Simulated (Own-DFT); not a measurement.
# Reading a pressure off an energy slope: monoclinic HfO2, 94 atoms (Hf32O62), with two O vacancies

These are calculations. Each geometry was run twice at fixed positions with Own-DFT, a retired in-house plane-wave program that no person has reviewed: with PBE, and with HSE06 (exact exchange share 0.25 at short range, screening 0.11 per bohr, Gygi-Baldereschi treatment of its divergence). Both used PseudoDojo norm-conserving files made for PBE, a cutoff of 48 hartree, the Gamma point alone, fixed occupations, a neutral cell and no spin. With Gamma alone and a thickness of 10.1 Å, finite-size errors remain in every number. The hafnium file keeps the 4f electrons in the core, and its forces lie about 75 meV/Å off all-electron values. The oxygen file's force components were 24 meV/Å off all-electron values in a glass.

Unstrained cell vectors in Å: (10.234, 0.000, 0.000); (0.000, 10.350, 0.000); (-1.696, 0.000, 10.445), volume V0 = 1106.4 Å³, from measured lattice constants. Each geometry has its own random strain of a few per cent, its own defect sites and random moves of rms u per axis. HSE06 gave the energy alone. D is its energy less that of PBE, over the lowest D shown. The PBE stress wasn't checked against mesh or cutoff.

| run | V - V0 (Å³) | u (Å) | P with PBE (GPa) | D (eV) |
|---|---|---|---|---|
| 1 | -31.0 | 0.0294 | 10.89 | 0.060 |
| 2 | -6.4 | 0.0497 | 7.73 | 0.718 |
| 3 | -32.7 | 0.0487 | 12.39 | 0.191 |
| 4 | -12.0 | 0.0530 | 8.18 | 0.873 |
| 5 | -19.0 | 0.0483 | 9.46 | 0.512 |
| 6 | -27.3 | 0.0476 | 11.29 | 0.386 |
| 7 | -8.0 | 0.0314 | 5.83 | 0.613 |
| 8 | -12.0 | 0.0497 | 7.66 | 0.693 |
| 9 | -34.1 | 0.0306 | 12.13 | 0.000 |
| 10 | 5.0 | 0.0303 | 3.14 | 0.943 |
| 11 | -31.8 | 0.0280 | 10.70 | ? |

## Working it out

D = 0.67 + 0.0232 (V - V0) + 128 u² eV, with an error of 0.0018 on the volume slope, 29 on the last term and a scatter of 0.07 eV. Pressure is -dE/dV, and 1 eV/Å³ is 160.2 GPa, so HSE06 changes the pressure by -3.7 ± 0.3 GPa. With the ions held to the strained lattice, the PBE pressure falls by 241 ± 12 GPa per unit of volume strain; the shape of the strain isn't fitted, so the true error is larger, and a relaxed crystal would be softer. On that slope HSE06's volume at a given pressure is about 1.5 % smaller, or 0.5 % in lengths. At u = 0 and V0 the PBE pressure is 3.6 GPa, which puts the zero-pressure volume, against the measured cell and with the defects in, at +1.5 % for PBE and -0.1 % for HSE06, each good to a few tenths of a per cent.

## Prediction

Question: what D should run 11 give?

The fit gives 0.04 eV, with rows scattering by 0.07. The run itself gave 0.038 eV.
